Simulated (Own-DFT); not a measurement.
# Strain and stress in wurtzite AlN, 128 atoms (Al64N64)

Calculated results; nothing here was measured. The program, named Own-DFT, is a retired in-house plane-wave density functional code that no person has reviewed. Each row is one single-point run on a periodic cell that was not relaxed, without spin or spin-orbit coupling.

Settings of every run: PBE; PseudoDojo norm-conserving scalar-relativistic files; cutoff 42 hartree; 3 x 3 x 3 k mesh centred on Gamma; Gaussian smearing of 0.01 eV.

Known limits: k mesh not checked against a denser one; stress not checked against mesh or cutoff.

Unstrained cell vectors in Å: (12.448, 0.000, 0.000); (-6.224, 10.780, 0.000); (0.000, 0.000, 9.964). The unstrained cell has measured lattice constants (interpolated for alloys), not those of this functional. That, the random moves and any unrelaxed bonds set the pressure at no strain. Each run strains this cell uniformly, with the atoms carried along. Every atom was also moved at random, by a Gaussian of width 0.05 Å on each axis. Strain is the symmetric tensor, in per cent. Stress is positive in tension, and the pressure is minus a third of its trace.

```
run  e_xx (%)  e_yy (%)  e_zz (%)  s_xx (GPa)  s_yy (GPa)  s_zz (GPa)  P (GPa)  E (meV/atom)
  1      0.00      0.00     -1.75       -6.57       -7.81      -12.94     9.10          15.8
  2      0.00      0.00      2.75       -3.41       -4.09        6.62     0.30           2.2
  3      0.00      0.00      2.25       -2.60       -4.05        3.11     1.18           0.0
  4      0.00      0.00      1.00       -5.18       -5.00       -1.77     3.98          17.1
  5      0.00      0.00     -1.50       -7.56       -7.41      -11.02     8.66          14.4
  6      0.00      0.00     -0.25       -4.92       -6.76       -6.10     5.93           3.6
  7      0.00      0.00     -1.00       -8.00       -5.18      -10.28     7.82          20.5
  8      0.00      0.00     -1.25       -5.09       -7.94      -11.99     8.34          10.6
  9      0.00      0.00      0.25           ?           ?           ?        ?             ?
```

E is the free energy for each atom above the lowest run shown.

## Worked fit

The change of volume is close to e_xx + e_yy + e_zz. A straight line through the runs shown gives P = 5.73 - 198 x (fractional change of volume) GPa, with an error of 4 on the slope and a scatter of 0.18 GPa. The strain isn't the same on all axes and the cell isn't cubic, so the slope belongs to this path and is not the bulk modulus.

## Withheld run

Question: what pressure should run 9 give? Its volume changes by 0.25 %.

The line gives 5.2 GPa. The calculation gave 5.30 GPa.
